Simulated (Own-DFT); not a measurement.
# Computed records: InP (zincblende, strained, atoms displaced)

Computed with Own-DFT development build. A calculation, not a measurement: plane-wave PBE density functional theory by an unreviewed code, no spin, of a simulated periodic cell, stress positive in tension, free energy of the whole cell less one offset for each atom, forces on such cells moved up to 12 meV/angstrom on a denser k mesh; offsets are fitted by least squares, one for each functional and potential file, so energies compare only between cells with the same atoms and settings and are not formation energies; the far tail of each file's local potential was reset to the Coulomb form; each entry is a single point on an unrelaxed cell, so the pressure reflects the starting lattice, mostly measured values (interpolated for alloys), from which strain is counted, and rises with the displacements; printed positions are rounded, which can move forces by about a meV/angstrom; the program, named Own-DFT, is a retired in-house code; no spin-orbit coupling; before rounding, a Quantum ESPRESSO 7.3.1 run of the same cell and cutoff gave forces within 1 meV/angstrom rms on each cell, which checks the program and not the settings.

### InP (zincblende, strained, atoms displaced)

```
InP
1.0
     11.3066     0.0000     0.0000
      0.0000    11.3066     0.0000
      0.0000     0.0000    12.1251
In P In P In P In P In P In P In P In P
4 4 4 4 4 4 4 4 4 4 4 4 4 4 4 4
Direct
  0.00171 0.00279 0.00191
  0.00007 0.25108 0.25122
  0.25120 0.99921 0.25326
  0.24991 0.24780 0.99949
  0.12065 0.12536 0.12656
  0.12366 0.37640 0.37586
  0.37784 0.12463 0.37608
  0.37415 0.37098 0.12883
  0.99724 0.99753 0.50270
  0.99903 0.24722 0.75004
  0.25092 0.99824 0.74831
  0.25421 0.24847 0.50070
  0.12403 0.12543 0.62566
  0.12357 0.37635 0.87866
  0.37303 0.11937 0.87482
  0.37159 0.37345 0.62586
  0.99955 0.50485 0.99819
  0.00059 0.75050 0.24773
  0.24595 0.50235 0.25424
  0.24946 0.75169 0.00092
  0.12552 0.62639 0.12446
  0.11945 0.87721 0.37431
  0.37314 0.62424 0.37691
  0.37517 0.87539 0.12416
  0.99757 0.50624 0.49570
  0.00108 0.75260 0.74535
  0.25457 0.49972 0.75316
  0.25003 0.74897 0.50122
  0.12829 0.62705 0.61977
  0.12385 0.87068 0.87537
  0.37467 0.62447 0.87449
  0.37303 0.87496 0.62506
  0.50024 0.00238 0.00415
  0.50418 0.24699 0.24912
  0.75423 0.99620 0.25055
  0.75113 0.24946 0.99484
  0.62489 0.11890 0.12853
  0.62703 0.37237 0.37210
  0.87967 0.12432 0.37496
  0.87822 0.37735 0.12608
  0.49699 0.00243 0.49645
  0.49666 0.25260 0.74771
  0.74694 0.00777 0.75255
  0.74715 0.25130 0.50079
  0.62272 0.12190 0.63012
  0.62796 0.37219 0.87296
  0.87146 0.12366 0.87099
  0.87762 0.37951 0.62654
  0.50117 0.50093 0.99627
  0.49871 0.74845 0.25051
  0.75296 0.50130 0.25143
  0.75199 0.75171 0.99964
  0.62536 0.62966 0.12904
  0.63076 0.87646 0.37534
  0.87730 0.62944 0.37657
  0.87221 0.87381 0.12750
  0.50223 0.50188 0.50385
  0.50021 0.74824 0.74583
  0.75423 0.49689 0.74431
  0.75174 0.75321 0.49862
  0.62776 0.62686 0.63004
  0.62498 0.87644 0.87114
  0.87791 0.62580 0.87682
  0.87781 0.87584 0.62545
```

Here we set functional PBE, potential files PseudoDojo norm-conserving, scalar-relativistic, standard set, wave cutoff 36 hartree, occupations Fermi-Dirac, smearing width 0.1 eV and k mesh 3 x 3 x 3 centred on Gamma.

**Q.** What stress zz does the calculation give for InP (zincblende, strained, atoms displaced)?
**A.** -4.56 GPa

**Q.** Give the missing stress yy for InP (zincblende, strained, atoms displaced).
**A.** -7.64 GPa

**Q.** Give the table of force values for InP (zincblende, strained, atoms displaced).
**A.** 
Force:
```
element  x (eV/Å)  y (eV/Å)  z (eV/Å)
     In    -0.416    -0.489    -0.332
     In     0.002     0.125    -0.013
     In    -0.276      0.04     -0.31
     In    -0.021    -0.004     0.155
      P     0.709     0.033     0.148
      P     0.103    -0.316     0.354
      P    -0.352     0.359    -0.452
      P     0.066     0.535    -0.303
     In     0.352     0.422    -0.187
     In     0.213     0.504     0.131
     In    -0.476     -0.07     0.262
     In    -0.656     0.036     -0.23
      P     0.198    -0.131    -0.193
      P     0.095    -0.214    -0.485
      P     0.278      0.55     0.012
      P     0.354     0.441    -0.215
     In     0.162    -0.346     0.429
     In      0.05     0.034     0.033
     In     0.298    -0.273     -0.52
     In     0.154    -0.168    -0.087
      P     0.077    -0.119     0.107
      P     0.606    -0.303     0.212
      P     0.391     0.074     0.047
      P    -0.079    -0.031     0.343
     In     0.416    -0.489     0.543
     In     0.121    -0.573     0.319
     In     -0.87    -0.023    -0.304
     In    -0.029      0.64    -0.629
      P    -0.303    -0.652     0.915
      P     0.001     0.608    -0.054
      P     0.207      0.49      0.17
      P     0.375         0    -0.367
     In     0.066    -0.414    -0.647
     In    -0.263     0.137    -0.024
     In     -0.02     0.556     0.267
     In    -0.023    -0.064      1.05
      P     0.722     0.577    -0.374
      P    -0.265     0.529     0.434
      P    -0.604      0.15     0.273
      P    -0.348    -0.194    -0.391
     In     0.611    -0.619     0.617
     In     0.051    -0.423     0.555
     In     0.191    -1.201    -0.464
     In     0.389    -0.348     0.246
      P    -0.267     0.565    -1.005
      P    -0.332     0.454    -0.196
      P     0.865     0.138     0.777
      P     0.371    -0.737    -0.845
     In     0.131    -0.283      0.72
     In    -0.046     0.386     0.391
     In    -0.063       0.1    -0.103
     In    -0.375    -0.022    -0.216
      P      0.12    -0.602    -0.634
      P    -0.915      -0.1     0.017
      P    -0.433     0.016    -0.524
      P     0.591     0.098    -0.634
     In      0.06    -0.254    -0.275
     In     -0.25       0.4     0.589
     In    -0.241     0.486      1.15
     In     -0.06     -0.16     0.517
      P     0.227    -0.129     -0.85
      P    -0.227    -0.161     0.516
      P    -0.463     0.199    -0.798
      P    -0.949     0.233     0.358
```

Further results for InP (zincblende, strained, atoms displaced):

```
free energy of cell above offsets : -32.119 eV
pressure                          : 6.62 GPa
stress xx                         : -7.66 GPa
stress yz                         : -0.1 GPa
stress xz                         : -0.28 GPa
stress xy                         : 0.41 GPa
```
